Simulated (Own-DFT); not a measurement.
# Same atoms, different arrangement: Ga48P48, 96 atoms

Calculated results; nothing here was measured. They come from Own-DFT, an in-house plane-wave density functional program, since retired, whose code no person has reviewed. Each row is one single-point run on a periodic cell that was not relaxed, without spin or spin-orbit coupling.

Settings of every run: PBE; PseudoDojo norm-conserving scalar-relativistic files; cutoff 42 hartree; 2 x 3 x 3 k mesh centred on Gamma; Fermi-Dirac smearing of 0.1 eV.

Known limits, some of them of some rows only: not probed for a lower state with spin; forces on such cells failed a check on a denser k mesh; forces on such cells passed a denser k mesh, each cell not checked; stress not checked against mesh or cutoff.

All cells hold the same atoms in the same cell, with vectors in Å (16.352, 0.000, 0.000); (0.000, 10.901, 0.000); (0.000, 0.000, 10.901). Every atom was moved at random from its ideal site; u is the rms move along one axis. The defect's site can differ from row to row. E is the free energy of the cell above the lowest run. The arrangements:

- A: zincblende GaP
- B: zincblende GaP, with one Ga on a P site and one P on a Ga site, 2.4 Å apart

```
arrangement,u (Å),E (eV),P (GPa)
A,0.0196,0.000,2.71
A,0.0209,0.079,2.72
A,0.0213,0.077,2.72
A,0.0479,3.362,3.23
A,0.0508,4.159,3.37
A,0.0517,3.587,3.24
B,0.0285,3.742,2.89
B,0.0295,3.870,2.90
B,0.0304,3.962,2.92
B,0.0478,6.209,3.27
B,0.0536,7.239,3.46
B,0.0537,7.185,3.44
```

Question: once the cost of the random moves is taken out, how do the arrangements rank?

## Worked answer

Fit E = a + b u², with one b for all and one a for each arrangement, and with residuals divided by u², since the noise grows with the moves. Then b = 1718 eV/Å², the scatter at u = 0.04 Å is 0.12 eV, and against A:

- B: 3.03 ± 0.05 eV (higher)

These are energies of unrelaxed cells. Relaxing the atoms lowers the strained arrangements most, so the gaps would shrink and small ones could change sign.
